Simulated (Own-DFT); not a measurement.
Simulation results for GaN (wurtzite, atoms displaced)

A calculation, not a measurement: plane-wave PBE density functional theory by an unreviewed code, no spin, of a simulated periodic cell, stress positive in tension, free energy of the whole cell less one offset for each atom, forces on such cells passed a denser k mesh, this cell's mesh not checked; offsets are fitted by least squares, one for each functional and potential file, so energies compare only between cells with the same atoms and settings and are not formation energies; the far tail of each file's local potential was reset to the Coulomb form; each entry is a single point on an unrelaxed cell, so the pressure reflects the starting lattice, mostly measured values (interpolated for alloys), from which strain is counted, and rises with the displacements; printed positions are rounded, which can move forces by about a meV/angstrom; the program, named Own-DFT, is a retired in-house code; no spin-orbit coupling. Program: Own-DFT development build.

Common to all runs: functional PBE; potential files PseudoDojo norm-conserving, scalar-relativistic, standard set with the stringent files for Ga; wave cutoff 96 hartree; occupations Gaussian; smearing width 0.01 eV; k mesh 3 x 4 x 3 centred on Gamma.

(1) GaN (wurtzite, atoms displaced)

```
CELL_PARAMETERS angstrom
12.75600 0.00000 0.00000
-4.78350 8.28530 0.00000
0.00000 0.00000 10.37000
ATOMIC_POSITIONS crystal
Ga 0.08538 0.22154 0.99417
Ga 0.16191 0.10076 0.25438
N 0.08648 0.22980 0.18939
N 0.16074 0.11145 0.44412
Ga 0.08879 0.22959 0.49793
Ga 0.17632 0.12380 0.75067
N 0.08499 0.21502 0.68905
N 0.16882 0.11245 0.93658
Ga 0.08290 0.56404 0.99985
Ga 0.16162 0.44389 0.25009
N 0.09075 0.55888 0.19068
N 0.17604 0.44567 0.44712
Ga 0.07170 0.54472 0.50033
Ga 0.16586 0.44916 0.75824
N 0.08001 0.54742 0.68410
N 0.16676 0.44498 0.94005
Ga 0.07722 0.88790 0.99370
Ga 0.15982 0.78065 0.24324
N 0.07506 0.88396 0.18820
N 0.16830 0.78570 0.43637
Ga 0.08741 0.89253 0.49645
Ga 0.17037 0.77606 0.75149
N 0.08179 0.89133 0.68195
N 0.16106 0.77108 0.93744
Ga 0.32888 0.21824 0.00394
Ga 0.42211 0.11367 0.24104
N 0.33752 0.22745 0.18815
N 0.41535 0.11121 0.43986
Ga 0.33333 0.22097 0.49676
Ga 0.41740 0.11237 0.74128
N 0.33411 0.22120 0.69068
N 0.40819 0.10865 0.93934
Ga 0.33816 0.54967 0.99894
Ga 0.41950 0.45622 0.24800
N 0.33242 0.55881 0.18716
N 0.41944 0.43996 0.44120
Ga 0.33454 0.55124 0.49683
Ga 0.41212 0.44072 0.74344
N 0.33325 0.54700 0.68184
N 0.42309 0.44253 0.94250
Ga 0.33950 0.88633 0.99923
Ga 0.41815 0.77011 0.24590
N 0.33116 0.88769 0.19267
N 0.42035 0.77427 0.43607
Ga 0.33218 0.88799 0.50681
Ga 0.41906 0.77452 0.74974
N 0.33089 0.88411 0.69755
N 0.41588 0.77479 0.93811
Ga 0.57459 0.21874 0.99621
Ga 0.66068 0.10896 0.25123
N 0.58811 0.22063 0.19125
N 0.66094 0.09919 0.43596
Ga 0.58464 0.21001 0.49807
Ga 0.66507 0.11017 0.74959
N 0.57526 0.21670 0.69292
N 0.66824 0.11668 0.94464
Ga 0.58244 0.55615 0.99968
Ga 0.66844 0.44537 0.25178
N 0.58735 0.56789 0.19046
N 0.66717 0.43654 0.44001
Ga 0.58599 0.56382 0.50032
Ga 0.66752 0.43751 0.75041
N 0.58632 0.55707 0.69191
N 0.66745 0.44844 0.93846
Ga 0.57936 0.89385 0.00335
Ga 0.66712 0.77708 0.25563
N 0.58223 0.89518 0.18283
N 0.66662 0.77561 0.43425
Ga 0.58640 0.89333 0.50106
Ga 0.67155 0.78341 0.75254
N 0.58606 0.88935 0.69241
N 0.66285 0.76221 0.94181
Ga 0.83391 0.22480 0.00293
Ga 0.91360 0.11741 0.24760
N 0.83070 0.22538 0.19098
N 0.92011 0.11950 0.44945
Ga 0.83817 0.21541 0.50493
Ga 0.91345 0.10754 0.74377
N 0.82946 0.21724 0.68285
N 0.91725 0.11477 0.92997
Ga 0.83464 0.54684 0.98837
Ga 0.90855 0.44137 0.24700
N 0.84087 0.55668 0.19414
N 0.92137 0.45712 0.43488
Ga 0.83463 0.55769 0.50216
Ga 0.91819 0.43343 0.74486
N 0.82960 0.55735 0.68784
N 0.91189 0.43600 0.93049
Ga 0.83305 0.89481 0.99736
Ga 0.90153 0.78025 0.25439
N 0.83099 0.89700 0.18914
N 0.92074 0.78269 0.44383
Ga 0.82839 0.88387 0.50635
Ga 0.91354 0.77322 0.75233
N 0.83280 0.88896 0.69032
N 0.91322 0.76924 0.94379
```

* free energy of cell above offsets: -5.388 eV
* pressure: 6.81 GPa
* stress xx: -7.08 GPa
* stress yy: -7.62 GPa
* stress zz: -5.73 GPa
* stress yz: 0.12 GPa
* stress xz: -0.21 GPa
* stress xy: 0.31 GPa

Force:
```tsv
element	x (eV/Å)	y (eV/Å)	z (eV/Å)
Ga	-0.533	0.194	0.775
Ga	0.064	1.299	-0.364
N	-0.233	-1.563	-0.449
N	1.563	0.226	-1.213
Ga	-0.388	-0.527	1.26
Ga	-1.008	-2.177	-0.341
N	-1.289	1.374	0.155
N	-0.509	-0.432	0.253
Ga	0.556	-1.914	0.706
Ga	1.444	0.367	0.903
N	-2.235	-0.165	-0.82
N	-2.652	0.132	-1.858
Ga	2.848	2.179	-0.42
Ga	0.843	-1.116	-1.662
N	0.193	0.747	0.742
N	0.121	0.448	0.43
Ga	0.946	0.154	0.81
Ga	1.273	-0.213	1.177
N	-0.745	0.508	-0.572
N	0.613	-1.275	0.043
Ga	-0.423	-0.306	0.776
Ga	-2.232	-0.251	-0.491
N	0.707	-0.296	1.703
N	0.416	1.674	-0.047
Ga	0.344	0.555	-0.026
Ga	-0.974	-0.495	1.324
N	-0.531	-0.244	0.74
N	0.753	-0.454	-0.215
Ga	-0.208	-0.2	0.188
Ga	-1.288	-0.968	1.759
N	0.504	0.263	-1.073
N	1.105	-0.387	-0.613
Ga	-0.849	0.207	0.129
Ga	0.394	-1.314	0.569
N	0.139	-1.045	-0.279
N	-0.25	0.758	-0.767
Ga	0.916	0.974	0.179
Ga	1.734	0.583	1.086
N	-1.16	1.2	1.293
N	-1.517	-0.752	-1.088
Ga	-1.946	0.106	0.685
Ga	-1.235	1.564	0.856
N	0.488	-0.013	-1.001
N	-0.416	0.357	0.569
Ga	0.176	-0.422	-1.342
Ga	-0.127	-0.534	-0.195
N	1.143	0.363	-1.031
N	0.537	-0.403	-0.354
Ga	0.667	0.814	0.411
Ga	1.295	-0.322	-0.133
N	-1.425	1.182	-1.113
N	1.389	1.613	0.217
Ga	-1.615	1.249	0.345
Ga	-0.254	0.118	0.873
N	2.343	0.448	-1.097
N	-0.298	-0.522	-1.132
Ga	0.982	-0.898	0.803
Ga	0.009	0.097	-0.154
N	0.528	-1.596	-0.231
N	-0.322	0.583	0.149
Ga	0.608	-1.96	0.709
Ga	-1.146	0.757	-0.063
N	-0.33	-0.031	-0.522
N	0.163	-1.16	0.196
Ga	1.431	-0.571	-1.119
Ga	-0.865	1.278	-1.657
N	0.743	-0.85	1.372
N	-0.062	0.943	1.343
Ga	-0.347	-1.955	0.308
Ga	-0.428	-1.498	0.653
N	-0.262	0.096	-0.57
N	-0.555	3.605	-0.701
Ga	0.141	-0.555	-0.195
Ga	1.101	0.226	0.974
N	-0.036	-0.588	-0.333
N	1.049	-1.709	-1.93
Ga	-2.491	1.565	-1.563
Ga	1.217	0.643	0.173
N	-0.246	-0.076	1.183
N	-0.143	-0.278	1.049
Ga	-1.142	0.398	1.77
Ga	2.457	0.544	1.045
N	-2.831	0.985	-1.72
N	-1.185	-2.53	-0.014
Ga	-0.384	0.072	-0.389
Ga	-1.296	1.08	0.104
N	1.307	-0.956	0.322
N	1.153	0.487	0.447
Ga	-0.072	-0.938	0.124
Ga	2.493	-0.52	0.04
N	-0.271	0.14	-0.397
N	-1.425	-0.306	-0.661
Ga	1.14	0.74	-0.726
Ga	0.831	0.821	-0.289
N	0.064	-0.323	0.113
N	-0.757	0.892	-0.908
```

(2) GaN (wurtzite, atoms displaced)

```
CELL_PARAMETERS angstrom
12.75600 0.00000 0.00000
-4.78350 8.28530 0.00000
0.00000 0.00000 10.37000
ATOMIC_POSITIONS crystal
Ga 0.08711 0.21891 0.00756
Ga 0.15315 0.10434 0.25689
N 0.08326 0.23274 0.19200
N 0.15996 0.11506 0.44054
Ga 0.07293 0.21259 0.49279
Ga 0.16670 0.11714 0.74409
N 0.08122 0.22222 0.68215
N 0.17820 0.12531 0.93542
Ga 0.08030 0.55740 0.99742
Ga 0.16368 0.43913 0.25129
N 0.08108 0.55580 0.18942
N 0.17229 0.43502 0.44002
Ga 0.09093 0.56306 0.50317
Ga 0.16837 0.44796 0.75251
N 0.08384 0.55541 0.68846
N 0.17005 0.45748 0.94036
Ga 0.09936 0.89970 0.00367
Ga 0.16955 0.78773 0.25246
N 0.08226 0.88156 0.18789
N 0.16727 0.77426 0.43791
Ga 0.09150 0.89711 0.49465
Ga 0.17496 0.77471 0.74416
N 0.08308 0.89282 0.68070
N 0.16693 0.78312 0.93617
Ga 0.33219 0.22329 0.99547
Ga 0.42062 0.11068 0.24569
N 0.33304 0.22954 0.18878
N 0.41943 0.11441 0.43786
Ga 0.32995 0.21877 0.49583
Ga 0.42157 0.10910 0.74468
N 0.32654 0.21462 0.68297
N 0.42571 0.11814 0.94184
Ga 0.33703 0.55636 0.00551
Ga 0.41882 0.43728 0.25159
N 0.33320 0.55396 0.18825
N 0.41899 0.45249 0.43988
Ga 0.32704 0.54919 0.51011
Ga 0.41654 0.43916 0.74843
N 0.32732 0.55234 0.68436
N 0.41301 0.44240 0.93502
Ga 0.33080 0.88587 0.99835
Ga 0.41195 0.76810 0.25228
N 0.32993 0.88103 0.17984
N 0.41613 0.77994 0.43627
Ga 0.33838 0.89729 0.49719
Ga 0.42206 0.78230 0.75319
N 0.33902 0.90181 0.68186
N 0.40611 0.76497 0.94543
Ga 0.58755 0.22279 0.99913
Ga 0.66638 0.11123 0.25610
N 0.58832 0.22951 0.18983
N 0.67521 0.12022 0.43978
Ga 0.59184 0.21841 0.49711
Ga 0.66581 0.11522 0.75778
N 0.58056 0.21903 0.69795
N 0.66837 0.11337 0.94480
Ga 0.58069 0.55176 0.98837
Ga 0.66885 0.45337 0.24394
N 0.58627 0.56056 0.18451
N 0.66967 0.46053 0.44230
Ga 0.58304 0.55770 0.50058
Ga 0.67229 0.45178 0.75709
N 0.58082 0.54343 0.69131
N 0.66988 0.44552 0.95434
Ga 0.58741 0.89373 0.00261
Ga 0.66469 0.77645 0.25674
N 0.58731 0.89057 0.19314
N 0.67038 0.77998 0.44796
Ga 0.57569 0.88723 0.48999
Ga 0.66403 0.77694 0.74700
N 0.57499 0.88137 0.68920
N 0.66558 0.78059 0.93896
Ga 0.83496 0.23059 0.00545
Ga 0.91989 0.12300 0.25442
N 0.83314 0.22896 0.18284
N 0.91998 0.11455 0.43904
Ga 0.83114 0.21617 0.50474
Ga 0.91585 0.11462 0.75022
N 0.83519 0.21774 0.68461
N 0.91633 0.11164 0.93157
Ga 0.82753 0.55351 0.00471
Ga 0.92035 0.44947 0.24539
N 0.83218 0.55621 0.19785
N 0.92015 0.43700 0.44316
Ga 0.82543 0.55671 0.49311
Ga 0.91718 0.44468 0.73897
N 0.83245 0.55831 0.69048
N 0.91869 0.44017 0.94519
Ga 0.83506 0.88915 0.99630
Ga 0.90816 0.77260 0.24998
N 0.83018 0.89282 0.18992
N 0.92071 0.78369 0.44139
Ga 0.83868 0.89608 0.50371
Ga 0.90922 0.78245 0.74923
N 0.83164 0.89254 0.68644
N 0.92518 0.78429 0.93337
```

- free energy of cell above offsets: -4.839 eV
- pressure: 6.97 GPa
- stress xx: -7.99 GPa
- stress yy: -6.3 GPa
- stress zz: -6.61 GPa
- stress yz: -0.36 GPa
- stress xz: -0.13 GPa
- stress xy: -1.17 GPa

Force:
```tsv
element	x (eV/Å)	y (eV/Å)	z (eV/Å)
Ga	-1.165	1.036	-1.663
Ga	1.473	0.635	-1.128
N	0.443	-2.406	-0.553
N	1.847	-0.499	-0.877
Ga	1.501	2.395	2.242
Ga	-0.439	-1.142	0.172
N	-0.299	0.392	0.573
N	-1.808	-1.67	-0.119
Ga	0.833	0.527	0.737
Ga	0.257	2.676	0.516
N	0.934	0.819	-0.144
N	-2.007	0.66	-0.54
Ga	-0.251	-1.911	-0.814
Ga	-0.299	-1.134	0.274
N	0.313	0.178	0.037
N	0.487	-1.557	0.062
Ga	-2.05	-0.106	-1.018
Ga	0.81	-1.752	-0.339
N	-1.377	1.266	0.347
N	0.402	1.44	-0.051
Ga	-0.813	-1.263	1.062
Ga	-2.051	1.28	0.45
N	0.343	-0.522	0.955
N	0.895	-0.636	-0.754
Ga	2.027	0.599	1.189
Ga	-0.814	0.033	-0.3
N	0.009	-2.333	-0.184
N	0.383	0.367	-0.534
Ga	0.064	1.101	0.123
Ga	-2.176	0.915	1.515
N	1.399	0.904	0.241
N	-1.154	-0.949	-0.78
Ga	-0.816	-1.072	-0.247
Ga	-0.634	1.748	0.173
N	0.268	-0.713	0.714
N	0.092	-0.871	0.079
Ga	1.057	0.594	-2.272
Ga	-0.959	-0.292	-0.423
N	1.195	0.874	2.272
N	0.64	0.332	-0.09
Ga	0.345	0.563	-0.502
Ga	0.119	0.709	-0.894
N	0.318	1.024	1.766
N	-0.757	-0.746	0.231
Ga	-0.265	-0.785	-0.18
Ga	-1.838	-1.409	0.515
N	0.574	-2.219	0.494
N	1.452	2.497	-1.371
Ga	-0.544	-0.101	1.012
Ga	0.321	0.525	-1.464
N	0.021	-0.633	0.227
N	-0.44	-1.847	-0.292
Ga	-2.417	1.901	1.091
Ga	0.876	-0.819	-0.645
N	1.653	1.563	-1.557
N	0.393	-0.152	-0.665
Ga	-0.549	0.811	1.482
Ga	-0.598	-0.832	1.123
N	-0.59	-0.222	-0.11
N	-0.421	-2.787	-1.425
Ga	-0.533	-0.072	0.645
Ga	-0.012	-1.147	-0.065
N	-0.278	1.343	0.085
N	-1.005	-0.34	-2.2
Ga	-0.781	-0.857	0.404
Ga	0.432	0.096	-0.31
N	-1.041	-0.032	0.053
N	-0.777	0.56	-0.726
Ga	1.705	0.232	1.54
Ga	-0.096	-0.13	0.088
N	1.595	1.685	-0.852
N	0.421	-0.489	-0.67
Ga	0.988	-1.49	-1.305
Ga	-1.041	-1.135	-1.024
N	0.171	-0.657	2.186
N	-2.239	-1.209	-0.746
Ga	1.161	1.297	-0.67
Ga	1.145	-0.18	-0.074
N	-1.672	0.464	1.194
N	0.315	0.308	1.802
Ga	2.629	1.662	0.004
Ga	-0.273	-0.461	1.509
N	0.491	0.023	-1.259
N	-0.906	0.993	-0.457
Ga	3.012	0.8	1.18
Ga	-0.342	0.107	1.283
N	0.186	-0.17	-0.488
N	-1.721	1.189	-1.739
Ga	0.074	0.262	0.43
Ga	0.442	1.379	0.416
N	0.684	0.365	-0.138
N	-0.121	-0.214	-0.663
Ga	-0.038	-0.712	-0.664
Ga	2.364	0.014	-0.319
N	-0.66	-0.023	0.468
N	-0.493	-0.442	1.343
```

(3) GaN (wurtzite, atoms displaced)

```
CELL_PARAMETERS angstrom
12.75600 0.00000 0.00000
-4.78350 8.28530 0.00000
0.00000 0.00000 10.37000
ATOMIC_POSITIONS crystal
Ga 0.07366 0.21341 0.00431
Ga 0.16915 0.11359 0.24925
N 0.08126 0.21728 0.19007
N 0.17108 0.11290 0.43635
Ga 0.09175 0.22582 0.50519
Ga 0.17097 0.11666 0.74891
N 0.08822 0.22126 0.69616
N 0.16235 0.10264 0.93101
Ga 0.08521 0.55798 0.00070
Ga 0.16424 0.45003 0.26049
N 0.08392 0.55090 0.18197
N 0.15750 0.43755 0.43944
Ga 0.08655 0.56009 0.50796
Ga 0.17171 0.44377 0.74588
N 0.09067 0.56192 0.68986
N 0.16070 0.43310 0.93812
Ga 0.08332 0.88551 0.00690
Ga 0.16935 0.77822 0.25546
N 0.07777 0.88358 0.18909
N 0.15572 0.77635 0.44078
Ga 0.08541 0.88499 0.49665
Ga 0.17243 0.78146 0.74082
N 0.08333 0.88679 0.68707
N 0.17054 0.77581 0.93458
Ga 0.33482 0.21892 0.99852
Ga 0.42030 0.11044 0.24912
N 0.33008 0.22050 0.19120
N 0.42076 0.11654 0.43260
Ga 0.32625 0.22235 0.49891
Ga 0.41278 0.11306 0.75576
N 0.33187 0.22498 0.69506
N 0.41682 0.10808 0.94077
Ga 0.33498 0.55994 0.99553
Ga 0.41911 0.43875 0.24269
N 0.33396 0.55980 0.18679
N 0.41317 0.44824 0.43598
Ga 0.32929 0.55104 0.49989
Ga 0.41254 0.44323 0.75038
N 0.33138 0.55627 0.68890
N 0.41905 0.44560 0.93554
Ga 0.33038 0.88616 0.99963
Ga 0.42292 0.77814 0.24862
N 0.32179 0.87159 0.19237
N 0.42100 0.78644 0.44280
Ga 0.33582 0.88966 0.49894
Ga 0.41849 0.77437 0.75207
N 0.33182 0.89421 0.68177
N 0.41115 0.77869 0.94537
Ga 0.58800 0.23085 0.99436
Ga 0.65941 0.09857 0.24753
N 0.58073 0.22089 0.19013
N 0.66433 0.11182 0.44022
Ga 0.58484 0.22320 0.50322
Ga 0.67570 0.11144 0.74585
N 0.58830 0.22708 0.69090
N 0.66446 0.10887 0.93709
Ga 0.58902 0.55922 0.00518
Ga 0.67351 0.43581 0.25194
N 0.58271 0.54200 0.18804
N 0.66479 0.44304 0.43588
Ga 0.57351 0.55551 0.50188
Ga 0.66568 0.43599 0.74656
N 0.57608 0.54328 0.68749
N 0.66884 0.44719 0.94577
Ga 0.58127 0.89193 0.99303
Ga 0.67776 0.78432 0.24609
N 0.57849 0.87990 0.19232
N 0.67413 0.78542 0.44766
Ga 0.59022 0.89349 0.50926
Ga 0.67086 0.78779 0.75292
N 0.57817 0.87730 0.68396
N 0.66496 0.77532 0.93567
Ga 0.82536 0.20672 0.99968
Ga 0.91769 0.12268 0.25463
N 0.83211 0.22808 0.19624
N 0.91408 0.11316 0.43957
Ga 0.83990 0.22291 0.49616
Ga 0.90596 0.11093 0.75527
N 0.83930 0.22012 0.68919
N 0.90856 0.10680 0.92803
Ga 0.83716 0.55399 0.00083
Ga 0.91434 0.44498 0.24720
N 0.83887 0.55507 0.18518
N 0.91524 0.44153 0.43451
Ga 0.83399 0.56221 0.49829
Ga 0.91365 0.44391 0.74258
N 0.84303 0.55784 0.69379
N 0.91307 0.44280 0.94416
Ga 0.82930 0.88307 0.99168
Ga 0.91829 0.76635 0.25203
N 0.82840 0.88748 0.18943
N 0.92171 0.78462 0.43782
Ga 0.83806 0.88328 0.49972
Ga 0.91906 0.77619 0.74966
N 0.83487 0.88384 0.70037
N 0.91321 0.77931 0.94915
```

* free energy of cell above offsets: -4.566 eV
* pressure: 7.19 GPa
* stress xx: -8.3 GPa
* stress yy: -6.47 GPa
* stress zz: -6.79 GPa
* stress yz: 0.33 GPa
* stress xz: 0.88 GPa
* stress xy: 0.38 GPa

Force:
```tsv
element	x (eV/Å)	y (eV/Å)	z (eV/Å)
Ga	1.007	0.341	-0.917
Ga	-0.801	-0.826	-0.153
N	-0.301	0.643	0.282
N	-1.364	-0.816	0.043
Ga	-1.324	-1.39	0.24
Ga	-0.545	-1.827	0.408
N	-1.654	0.06	-1.421
N	0.151	0.468	1.965
Ga	0.182	-0.859	-1.065
Ga	1.066	-0.517	-2.463
N	-0.807	0.57	1.71
N	0.855	1.166	0.983
Ga	-1.026	-0.678	-1.039
Ga	-1.508	-0.485	1.594
N	-0.536	-1.287	0.172
N	0.353	0.907	-0.224
Ga	0.03	0.07	-1.472
Ga	-1.786	-1.231	-0.386
N	1.274	0.694	0.795
N	3.462	-0.899	-0.735
Ga	-1.811	1.834	1.488
Ga	-1.134	-0.021	1.503
N	0.048	0.527	-0.298
N	-1.126	0.152	-0.188
Ga	-1.312	0.381	0.157
Ga	-1.197	-0.824	-0.181
N	1.054	-0.558	-1.036
N	-0.83	-0.293	1.359
Ga	2.502	0.583	0.455
Ga	0.85	-0.128	-0.916
N	0.783	-0.135	-1.517
N	0.351	0.271	0.083
Ga	-0.488	-1.798	0.965
Ga	-1.193	1.062	0.602
N	0.312	-1.027	0.367
N	0.012	-0.795	-0.239
Ga	-0.229	1.347	-0.419
Ga	0.694	0.415	0.271
N	0.83	0.351	-0.422
N	-0.043	0.052	0.833
Ga	-0.564	0.279	1.027
Ga	-1.968	-1.056	1.131
N	2.122	2.437	-0.811
N	0.345	-1.344	-0.453
Ga	-0.585	0.753	-0.72
Ga	-1.451	0.538	-0.054
N	1.639	0.277	1.006
N	1.419	0.249	-1.691
Ga	-0.404	-1.052	1.055
Ga	0.184	1.15	0.891
N	1.196	-0.609	-1.223
N	0.925	-0.066	0.091
Ga	-0.333	0.076	-0.507
Ga	-1.849	-0.318	0.097
N	0.07	-2.217	-0.041
N	-0.232	0.116	-0.598
Ga	-0.856	-0.641	-0.712
Ga	-1.07	0.764	-0.24
N	0.525	1.428	0.619
N	0.045	0.753	0.933
Ga	1.557	0.337	-0.341
Ga	-0.327	2.364	1.038
N	0.664	1.245	0.385
N	0.294	0.292	-1.528
Ga	0.22	-1.103	1.26
Ga	-2.536	-2.209	1.679
N	1.687	0.957	-1.665
N	-0.57	-1.053	-1.114
Ga	-0.56	-0.088	-2.685
Ga	0.245	-2.403	-0.829
N	0.376	1.518	2.475
N	-0.896	0.339	0.57
Ga	0.283	2.17	0.999
Ga	0.491	-1.413	-0.381
N	-0.33	-1.645	-1.485
N	2.27	-0.891	0.432
Ga	-1.911	0.29	0.174
Ga	3.941	-0.93	-1.741
N	-2.04	1.249	-1.438
N	0.56	-0.251	3.174
Ga	-0.802	0.55	-0.339
Ga	1.516	0.298	0.353
N	-1.184	-0.241	0.613
N	0.036	1.031	0.96
Ga	0.309	-1.04	0.231
Ga	2.451	-0.203	2.016
N	-2.632	0.077	-1.515
N	1.127	-0.987	-1.31
Ga	-0.167	0.841	1.533
Ga	-1.501	1.442	-0.523
N	2.733	1.513	-1.083
N	0.213	-1	-0.134
Ga	-1.104	1.418	0.918
Ga	0.484	0.5	1.4
N	-0.397	0.765	-1.619
N	1.539	-0.753	-1.464
```
